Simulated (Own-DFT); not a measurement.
# How HSE06 shifts the pressure of alpha-quartz SiO2, 70 atoms (O46Si24), with two O vacancies

These are calculations. Each geometry was run twice at fixed positions with Own-DFT, a retired in-house plane-wave program that no person has reviewed: with PBE, and with HSE06 (exact exchange share 0.25 at short range, screening 0.11 per bohr, Gygi-Baldereschi treatment of its divergence). Both used PseudoDojo norm-conserving files made for PBE, a cutoff of 48 hartree, the Gamma point alone, fixed occupations, a neutral cell and no spin. One k point on a cell 8.5 Å thick isn't converged, and results move with the size of the cell. The oxygen file's force components were 24 meV/Å off all-electron values in a glass.

Unstrained cell vectors in Å: (9.827, 0.000, 0.000); (-4.913, 8.510, 0.000); (0.000, 0.000, 10.810), volume V0 = 904.1 Å³, from measured lattice constants. Each geometry has its own random strain of a few per cent, its own defect sites and random moves of rms u per axis. HSE06 gave the energy alone. D is its energy less that of PBE, over the lowest D shown. The PBE stress wasn't checked against mesh or cutoff.

| run | V - V0 (Å³) | u (Å) | P with PBE (GPa) | D (eV) |
|---|---|---|---|---|
| 1 | -9.7 | 0.0311 | 9.38 | 0.570 |
| 2 | -7.1 | 0.0306 | 8.92 | 0.499 |
| 3 | -15.6 | 0.0324 | 11.84 | 0.366 |
| 4 | -27.4 | 0.0318 | 15.30 | 0.000 |
| 5 | -10.5 | 0.0302 | 9.29 | 0.529 |
| 6 | -13.6 | 0.0284 | 11.55 | 0.343 |
| 7 | -2.7 | 0.0298 | 8.15 | 0.711 |
| 8 | -18.6 | 0.0316 | 12.60 | 0.271 |
| 9 | 2.1 | 0.0269 | 6.40 | 0.792 |
| 10 | -7.6 | 0.0310 | 9.71 | 0.604 |
| 11 | 1.3 | 0.0313 | 7.20 | 0.861 |
| 12 | -17.0 | 0.0297 | 11.71 | 0.242 |
| 13 | -7.7 | 0.0284 | 8.99 | 0.580 |
| 14 | 0.0 | 0.0265 | 7.83 | ? |

## What the rows give

D = 0.78 + 0.0286 (V - V0) eV, with an error of 0.0017 on the volume slope and a scatter of 0.05 eV. Pressure is -dE/dV, and 1 eV/Å³ is 160.2 GPa, so HSE06 changes the pressure by -4.6 ± 0.3 GPa. Turning this into a change of volume would need the relaxed stiffness: quartz yields by tilting its tetrahedra, which these fixed-ion runs don't allow.

## The run left out

Q: what D should run 14 give?

The fitted form gives 0.78 eV, with rows scattering by 0.05. The run itself gave 0.716 eV.
